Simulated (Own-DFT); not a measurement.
# Misfit strain and the stress it brings: wurtzite GaN, 72 atoms (Ga36N36)

Calculated, not measured: single-point runs of Own-DFT, a retired in-house plane-wave DFT program that no person has reviewed, on unrelaxed cells, without spin or spin-orbit coupling.

Method: PBE; PseudoDojo norm-conserving scalar-relativistic files; cutoff 42 hartree; 4 x 4 x 3 k mesh centred on Gamma; Fermi-Dirac smearing of 0.1 eV.

Known weak points: forces not confirmed at this smearing and k mesh; stress not checked against mesh or cutoff.

Unstrained cell vectors in Å: (9.567, 0.000, 0.000); (-4.784, 8.285, 0.000); (0.000, 0.000, 10.370). The unstrained cell has measured lattice constants (interpolated for alloys), not those of this functional. That, the random moves and any unrelaxed bonds set the pressure at no strain. Each run strains x and y alike by e, as a substrate would, and holds the height along z. All atoms carry random offsets, Gaussian with a width of 0.05 Å per axis. Stress is positive in tension.

| e (%) | u (Å) | (s_xx + s_yy)/2 (GPa) | s_zz (GPa) |
|---|---|---|---|
| -3.00 | 0.047 | -26.85 | -11.93 |
| -2.50 | 0.050 | ? | ? |
| -0.75 | 0.048 | -11.85 | -7.83 |
| -0.50 | 0.043 | -10.51 | -6.52 |
| 0.25 | 0.049 | -5.69 | -7.14 |
| 0.50 | 0.049 | -4.34 | -6.96 |
| 1.25 | 0.053 | -1.96 | -4.76 |
| 1.75 | 0.051 | 1.33 | -6.29 |
| 2.00 | 0.051 | 2.01 | -4.70 |
| 2.75 | 0.052 | 5.15 | -5.11 |

## What the rows give

With e as a fraction, the in-plane stress is -7.5 + 546 e - 3347 e² GPa (errors 9 and 477, scatter 0.45), and s_zz is -7.4 + 116 e GPa (slope ± 20, scatter 0.97). At e = 0 the first slope is C11 + C12 and the second 2 C13, both with the ions held to the strained lattice and at the cell's own pressure. The term in e² is negative: the layer stiffens under compression and softens under tension. A free layer would change its height as e changes, and the in-plane slope would drop by 2 C13²/C33 to the biaxial modulus. At fixed height, a misfit of 1 % moves the in-plane stress by about 5.5 GPa and s_zz by 1.2 GPa.

## Check

Question: what are the two stresses at e = -2.50 %?

The fitted form gives -23.2 and -10.2 GPa. The run itself gave -23.79 and -10.91 GPa.
